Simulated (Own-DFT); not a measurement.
Simulation results for Si47N64 (beta silicon nitride with one vacancy, atoms displaced)

All values are calculated (Own-DFT development build). A calculation, not a measurement: plane-wave PBE density functional theory by an unreviewed code, no spin, of a simulated periodic cell, stress positive in tension, free energy of the whole cell less one offset for each atom, defect cell not probed for a lower state with spin; forces on such cells moved up to 12 meV/angstrom on a denser k mesh; offsets are fitted by least squares, one for each functional and potential file, so energies compare only between cells with the same atoms and settings and are not formation energies; the far tail of each file's local potential was reset to the Coulomb form; each entry is a single point on an unrelaxed cell, so the pressure reflects the starting lattice, mostly measured values (interpolated for alloys), from which strain is counted, and rises with the displacements; printed positions are rounded, which can move forces by about a meV/angstrom; the program, named Own-DFT, is a retired in-house code; no spin-orbit coupling; before rounding, a Quantum ESPRESSO 7.3.1 run of the same cell and cutoff gave forces within 1 meV/angstrom rms on each cell, which checks the program and not the settings.

Settings shared by all entries: functional PBE; potential files PseudoDojo norm-conserving, scalar-relativistic, standard set; wave cutoff 42 hartree; occupations Fermi-Dirac; smearing width 0.1 eV; k mesh 2 x 2 x 4 centred on Gamma.

(1) Si47N64 (beta silicon nitride with one vacancy, atoms displaced)

```
cell vectors (Å)
  15.2120     0.0000     0.0000
  -7.6060    13.1740     0.0000
   0.0000     0.0000     5.8180
atoms (fractions of the cell vectors)
Si  0.08176  0.38153  0.11545
Si  0.11648  0.20366  0.12975
Si  0.41140  0.11634  0.37246
Si  0.37858  0.29523  0.37322
Si  0.20091  0.08673  0.38369
N   0.16746  0.01533  0.12838
N   0.48403  0.15317  0.12549
N   0.35233  0.33776  0.13173
N   0.33425  0.48340  0.37762
N   0.01619  0.35235  0.37521
N   0.14771  0.16133  0.37480
N   0.16481  0.33348  0.12334
N   0.33544  0.16861  0.37695
Si  0.08532  0.38249  0.62451
Si  0.11834  0.20445  0.62348
Si  0.29678  0.41315  0.62635
Si  0.41257  0.11348  0.87784
Si  0.38461  0.29703  0.87604
Si  0.20268  0.09062  0.86990
N   0.16678  0.01300  0.62353
N   0.48406  0.14768  0.62370
N   0.34799  0.33170  0.62946
N   0.33130  0.48463  0.87607
N   0.01725  0.35222  0.88114
N   0.15604  0.17173  0.86478
N   0.16260  0.32790  0.62774
N   0.33243  0.16824  0.86525
Si  0.08680  0.88675  0.12547
Si  0.11534  0.70039  0.13582
Si  0.29614  0.90958  0.12587
Si  0.41442  0.61504  0.37752
Si  0.38703  0.79507  0.37149
Si  0.20444  0.58750  0.38163
N   0.16296  0.51533  0.12963
N   0.48609  0.65061  0.12511
N   0.35290  0.83735  0.12272
N   0.33297  0.98419  0.37566
N   0.01634  0.85128  0.37475
N   0.14887  0.66722  0.38092
N   0.16532  0.83754  0.12348
N   0.33446  0.66772  0.37267
Si  0.08443  0.88436  0.62484
Si  0.11563  0.70129  0.62315
Si  0.29629  0.90767  0.62310
Si  0.41106  0.61435  0.87442
Si  0.38622  0.79638  0.88347
Si  0.20329  0.58581  0.86521
N   0.16498  0.51963  0.62573
N   0.48645  0.65154  0.62009
N   0.34905  0.83729  0.62289
N   0.33196  0.98470  0.87607
N   0.01651  0.84966  0.87169
N   0.14899  0.66630  0.87602
N   0.16427  0.83480  0.62279
N   0.33355  0.66903  0.87819
Si  0.58604  0.38502  0.12307
Si  0.61505  0.20376  0.12554
Si  0.79585  0.41403  0.12843
Si  0.91249  0.11391  0.37826
Si  0.88159  0.30121  0.38066
Si  0.70381  0.08890  0.37107
N   0.66417  0.01473  0.12745
N   0.98605  0.15336  0.12922
N   0.85064  0.33688  0.12721
N   0.83391  0.48435  0.37630
N   0.51523  0.34823  0.36684
N   0.64561  0.16144  0.37958
N   0.66627  0.33401  0.12006
N   0.83376  0.16858  0.37219
Si  0.58678  0.38153  0.61741
Si  0.61640  0.19859  0.62420
Si  0.79357  0.41019  0.62738
Si  0.91293  0.11351  0.88020
Si  0.88477  0.29563  0.88716
Si  0.70440  0.09049  0.87755
N   0.66503  0.01246  0.62210
N   0.98674  0.15002  0.62711
N   0.85292  0.33622  0.61696
N   0.83577  0.48603  0.88348
N   0.51447  0.34862  0.87351
N   0.65335  0.16687  0.87224
N   0.66485  0.33124  0.62489
N   0.83313  0.16546  0.87855
Si  0.58604  0.88492  0.13202
Si  0.61540  0.70058  0.13689
Si  0.79891  0.91807  0.13259
Si  0.91401  0.61594  0.37630
Si  0.88526  0.80265  0.36533
Si  0.69943  0.58492  0.37095
N   0.66313  0.51880  0.11980
N   0.98172  0.64647  0.12458
N   0.84911  0.83288  0.12037
N   0.83475  0.98330  0.37554
N   0.51616  0.85147  0.37523
N   0.64816  0.66482  0.37171
N   0.66328  0.82989  0.12301
N   0.83499  0.66750  0.37881
Si  0.58346  0.88270  0.62229
Si  0.61343  0.69797  0.62496
Si  0.79741  0.91506  0.62499
Si  0.91274  0.61703  0.86877
Si  0.88354  0.79724  0.87259
Si  0.70130  0.58382  0.87051
N   0.66538  0.51536  0.62585
N   0.98156  0.65000  0.62668
N   0.85202  0.83294  0.62224
N   0.83514  0.98524  0.87448
N   0.51454  0.84900  0.86681
N   0.64955  0.66392  0.87858
N   0.66383  0.82841  0.63195
N   0.83706  0.66704  0.87233
```

- free energy of cell above offsets: -5.282 eV
- pressure: 5.87 GPa
- stress xx: -5.63 GPa
- stress yy: -4.98 GPa
- stress zz: -7 GPa
- stress yz: 0 GPa
- stress xz: -0.37 GPa
- stress xy: 0.49 GPa

Force:
```tsv
element	x (eV/Å)	y (eV/Å)	z (eV/Å)
Si	3.683	2.423	4.003
Si	0.971	1.398	-1.307
Si	0.474	-0.855	0.843
Si	0.947	1.62	0.362
Si	1.788	-0.313	-1.579
N	-0.721	1.545	-0.729
N	0.824	-0.198	-0.222
N	0.182	-0.807	-1.611
N	-0.189	0.881	0.991
N	-1.358	-0.612	0.029
N	-0.607	0.544	0.174
N	-0.612	-0.738	0.128
N	-1.438	-1.35	0.092
Si	0.756	0.832	-0.373
Si	-0.459	-1.333	-0.428
Si	0.484	-0.646	0.38
Si	-1.112	0.463	-1.066
Si	-1.199	1.138	1.314
Si	1.076	-1.382	0.914
N	-0.666	0.982	0.921
N	0.517	0.154	0.384
N	-0.458	0.463	-0.607
N	-0.146	0.465	-1.375
N	-2.576	-1.239	-3.281
N	-0.589	-0.878	2.087
N	-0.437	3.099	-0.25
N	1.143	-1.057	0.365
Si	0.258	-0.079	-0.397
Si	-1.822	1.412	-2.397
Si	-1.175	1.716	-0.084
Si	-0.667	-1.674	-1.239
Si	-2.1	1.113	0.941
Si	-0.296	0.104	-2.365
N	-0.342	0.388	-0.879
N	-0.684	-0.246	-0.02
N	0.522	-0.584	0.959
N	0.369	-0.001	-0.284
N	-1.128	-0.104	-0.538
N	2.014	-1.171	-0.365
N	1.62	-2.504	0.254
N	0.225	-0.509	0.252
Si	1.144	-0.036	-0.209
Si	-1.968	1.488	1.9
Si	-2.667	2.76	0.286
Si	0.335	-0.637	0.366
Si	-1.352	0.678	-2.182
Si	-0.442	1.236	3.89
N	-0.068	-3.089	-0.628
N	-0.562	-0.124	1.153
N	3.472	-2.396	0.184
N	0.554	-0.906	-0.082
N	-1.391	-0.095	1.033
N	0.76	-0.473	0.263
N	0.98	-1.293	-0.013
N	0.349	-0.928	-0.26
Si	-0.087	0.09	-0.654
Si	-0.221	0.105	-0.025
Si	0.143	0.141	-0.249
Si	-0.346	1.744	0.241
Si	3.246	-1.463	-2.235
Si	0.284	-0.743	1.146
N	0.048	0.538	-0.683
N	-0.399	-1.259	-0.19
N	-0.348	-0.125	-0.126
N	-0.109	-0.197	0.741
N	-0.526	-0.005	1.228
N	0.722	0.112	-1.868
N	0.197	-0.12	0.246
N	0.22	-0.247	0.189
Si	-1.19	0.256	0.653
Si	-2.434	1.122	0.491
Si	0.62	1.288	0.384
Si	0.244	1.439	-0.677
Si	-0.332	0.516	-1.806
Si	0.546	-2.373	-0.819
N	0.017	1.478	0.43
N	-0.894	-0.743	0.178
N	-1.659	0.635	4.257
N	-0.214	-0.859	-1.607
N	0.804	0.492	-0.722
N	-0.711	0.233	1.195
N	0.854	-0.76	-0.071
N	0.587	0.466	-0.005
Si	1.092	-0.7	-2.259
Si	-1.018	0.686	-3.338
Si	-0.651	-3.64	-2.43
Si	-1.112	-0.2	-0.419
Si	1.783	-2.423	1.504
Si	1.378	1.511	0.648
N	0.338	-2.121	0.65
N	1.34	0.703	0.103
N	-1.636	1.647	-0.306
N	0.109	1.468	0.853
N	-0.75	-0.413	-0.225
N	1.579	-1.068	2.014
N	0.795	2.093	0.55
N	-1.397	0.138	-0.477
Si	2.36	0.09	0.702
Si	0.426	1.119	1.043
Si	-0.223	-2.988	0.768
Si	0.689	-0.775	1.637
Si	1.259	-0.765	-0.342
Si	0.372	2.424	0.266
N	-0.12	-1.255	-1.292
N	2.148	0.538	-0.859
N	-2.065	1.744	-0.174
N	0.101	-0.143	0.626
N	0.026	0.37	2.067
N	0.294	-0.258	-0.256
N	0.259	1.817	-0.529
N	-2.653	-0.008	0.143
```

(2) Si47N64 (beta silicon nitride with one vacancy, atoms displaced)

```
cell vectors (Å)
  15.2120     0.0000     0.0000
  -7.6060    13.1740     0.0000
   0.0000     0.0000     5.8180
atoms (fractions of the cell vectors)
Si  0.08895  0.38820  0.11942
Si  0.11395  0.20193  0.12681
Si  0.29707  0.41071  0.11922
Si  0.41621  0.11704  0.37544
Si  0.20076  0.08648  0.36977
N   0.16426  0.01093  0.12530
N   0.48362  0.14981  0.12279
N   0.34805  0.33184  0.12387
N   0.33159  0.48075  0.37578
N   0.01169  0.34443  0.38592
N   0.15136  0.16804  0.38185
N   0.16528  0.33132  0.12025
N   0.34028  0.16852  0.37693
Si  0.08429  0.38544  0.62449
Si  0.11260  0.20217  0.62535
Si  0.29759  0.41280  0.63403
Si  0.40921  0.11344  0.87793
Si  0.38412  0.30009  0.87747
Si  0.20087  0.08605  0.87399
N   0.16407  0.01492  0.62348
N   0.48401  0.15002  0.62592
N   0.34923  0.33524  0.62061
N   0.33780  0.48699  0.87006
N   0.01398  0.34860  0.87733
N   0.14839  0.16161  0.88080
N   0.16642  0.33181  0.62674
N   0.33410  0.16330  0.87312
Si  0.08795  0.88991  0.12812
Si  0.11341  0.69904  0.11899
Si  0.29661  0.91262  0.12647
Si  0.41681  0.61758  0.36836
Si  0.37832  0.79280  0.37035
Si  0.20046  0.58462  0.37143
N   0.16497  0.51133  0.12680
N   0.48430  0.64968  0.11928
N   0.35373  0.83521  0.12186
N   0.33234  0.98185  0.37448
N   0.01787  0.85268  0.37085
N   0.15122  0.66665  0.37827
N   0.16839  0.83390  0.12925
N   0.33245  0.66520  0.36848
Si  0.09012  0.88523  0.63371
Si  0.11401  0.70421  0.61427
Si  0.29759  0.90956  0.63101
Si  0.41651  0.62038  0.86870
Si  0.38505  0.79844  0.87711
Si  0.20163  0.58867  0.87912
N   0.16956  0.51893  0.62697
N   0.48525  0.65210  0.62025
N   0.34516  0.83422  0.62767
N   0.33313  0.98638  0.87965
N   0.01662  0.84992  0.87580
N   0.15137  0.66133  0.88202
N   0.16570  0.83193  0.61941
N   0.33533  0.66782  0.87111
Si  0.58815  0.38401  0.12458
Si  0.61122  0.20022  0.12874
Si  0.80083  0.41846  0.11810
Si  0.91517  0.11545  0.37489
Si  0.88418  0.29885  0.38113
Si  0.70093  0.08647  0.37351
N   0.66846  0.01618  0.12540
N   0.98755  0.15399  0.12190
N   0.84991  0.33046  0.13192
N   0.83302  0.48253  0.37284
N   0.51836  0.35151  0.37277
N   0.64862  0.16196  0.37702
N   0.66823  0.33503  0.13336
N   0.83144  0.16471  0.38151
Si  0.58490  0.38202  0.61930
Si  0.61312  0.20090  0.62506
Si  0.79839  0.41125  0.61999
Si  0.91193  0.11486  0.87272
Si  0.88279  0.29845  0.87769
Si  0.70170  0.08577  0.87367
N   0.66426  0.01583  0.62766
N   0.98366  0.15081  0.61935
N   0.85301  0.33575  0.61796
N   0.83336  0.48610  0.87465
N   0.51296  0.34789  0.87394
N   0.65201  0.16726  0.87008
N   0.66352  0.33258  0.61980
N   0.83266  0.16838  0.87336
Si  0.58759  0.88460  0.12116
Si  0.61435  0.70200  0.11669
Si  0.80178  0.91697  0.12499
Si  0.91029  0.61241  0.37602
Si  0.88555  0.80184  0.37767
Si  0.70317  0.58836  0.37800
N   0.66661  0.51800  0.12317
N   0.98370  0.64803  0.12755
N   0.84621  0.83429  0.13367
N   0.83195  0.98468  0.38135
N   0.51395  0.84942  0.38352
N   0.64931  0.66602  0.37271
N   0.66748  0.83282  0.12114
N   0.83187  0.66439  0.36947
Si  0.58842  0.88802  0.63864
Si  0.61241  0.70109  0.63183
Si  0.80143  0.91378  0.61629
Si  0.91180  0.61312  0.88154
Si  0.88629  0.80085  0.86470
Si  0.70073  0.58645  0.87344
N   0.66835  0.51636  0.61616
N   0.98333  0.64802  0.62812
N   0.84568  0.83112  0.62539
N   0.83705  0.98526  0.86782
N   0.51654  0.84985  0.87210
N   0.65151  0.66330  0.87846
N   0.66876  0.83265  0.62838
N   0.82884  0.66186  0.88089
```

* free energy of cell above offsets: -4.818 eV
* pressure: 5.99 GPa
* stress xx: -6.18 GPa
* stress yy: -5.8 GPa
* stress zz: -5.98 GPa
* stress yz: -0.34 GPa
* stress xz: 0.31 GPa
* stress xy: 0.7 GPa

Force:
```tsv
element	x (eV/Å)	y (eV/Å)	z (eV/Å)
Si	0.092	-3.906	1.44
Si	1.786	0.825	0.284
Si	0.717	-0.315	1.055
Si	-0.9	-0.79	0.168
Si	1.755	2.196	0.955
N	-0.112	3.835	-0.508
N	0.44	-0.34	-0.026
N	-0.829	0.336	-0.673
N	0.272	2.062	-0.418
N	0.943	1.385	-2.148
N	-0.091	-1.172	-1.154
N	-0.621	0.917	-0.02
N	-2.673	-1.459	-0.192
Si	2.082	0.023	0.788
Si	1.473	0.496	0.757
Si	0.287	-1.007	-2.205
Si	1.492	0.919	-0.78
Si	0.57	-1.036	-1.006
Si	1.2	0.359	-0.023
N	-0.084	0.055	0.12
N	0.373	-0.505	0.682
N	0.286	-0.4	1.788
N	-0.323	1.171	1.283
N	-0.424	0.552	-0.302
N	-1.132	0.325	-0.673
N	-1.443	0.795	0.204
N	-2.711	1.052	0.148
Si	1.486	-3.92	-0.33
Si	0.064	1.865	1.201
Si	0.35	-0.292	0.022
Si	-1.775	-1.992	0.434
Si	1.666	1.001	1.353
Si	1	0.883	0.947
N	-0.299	2.699	-0.371
N	0.674	0.494	-0.234
N	-1.658	0.914	0.255
N	0.677	0.882	0.931
N	-1.188	-0.403	1.886
N	0.241	-0.71	-1.462
N	-1.245	-1.228	-0.579
N	-0.138	-0.503	-0.016
Si	-0.468	-0.106	-1.916
Si	0.631	-0.873	2.05
Si	-2.338	2.286	-0.71
Si	-1.168	-1.718	0.173
Si	0.359	-0.805	-1.2
Si	3.178	-1.089	-0.602
N	-0.739	-1.636	-0.022
N	-0.018	-0.11	0.125
N	2.793	-1.736	-0.113
N	0.323	-1.919	-0.584
N	-0.821	-0.013	0.203
N	-3.107	1.903	-1.471
N	0.241	0.461	0.628
N	-0.892	0.15	0.18
Si	-1.45	0.528	0.142
Si	1.572	1.397	-0.821
Si	-0.287	-3.307	1.325
Si	-1.974	0.794	-0.789
Si	1.377	-2.642	-1.492
Si	1.251	0.137	0.558
N	-0.437	-0.843	-0.449
N	-1.675	-1.593	0.183
N	-1.986	2.118	-1.116
N	0.533	0.793	0.201
N	-0.028	-0.27	-0.561
N	-1.307	0.642	-0.386
N	0.927	-0.868	-0.822
N	0.534	0.428	-0.284
Si	-1.21	0.833	0.441
Si	0.113	0.68	-0.026
Si	-1.804	-0.384	0.456
Si	-0.524	1.349	-0.081
Si	0.921	-0.926	-0.098
Si	0.246	1.479	0.341
N	0.039	0.063	-0.34
N	0.355	-0.27	1.264
N	-1.566	1.001	2.632
N	0.676	-1.143	-1.359
N	1.453	0.808	-0.065
N	-0.351	-0.294	1.266
N	2.307	-0.264	0.56
N	0.599	-0.813	0.079
Si	0.209	-0.461	2.089
Si	0.923	0.474	1.756
Si	-1.876	-1.257	-0.36
Si	-0.492	0.925	0.387
Si	1.507	-2.456	-0.969
Si	-0.687	-0.005	-1.503
N	-0.044	-1.191	0.158
N	0.298	-0.206	0.065
N	1.459	0.17	-1.88
N	0.817	1.115	-2.004
N	-0.084	0.225	-0.768
N	-0.373	-0.06	0.526
N	-0.156	0.894	-0.083
N	0.71	2.055	0.459
Si	1.476	-1.456	-3.313
Si	1.923	0.877	-1.477
Si	-2.405	-1.264	2.008
Si	-1.084	1.585	-0.908
Si	0.168	-2.558	3.033
Si	0.86	-1.251	-0.331
N	-0.401	-0.991	1.906
N	0.09	-0.107	-0.136
N	0.665	0.579	-0.47
N	0.324	-0.049	0.689
N	-1.25	-0.326	1.521
N	-1.933	0.902	-1.097
N	-0.682	0.836	0.108
N	1.482	2.71	-0.489
```
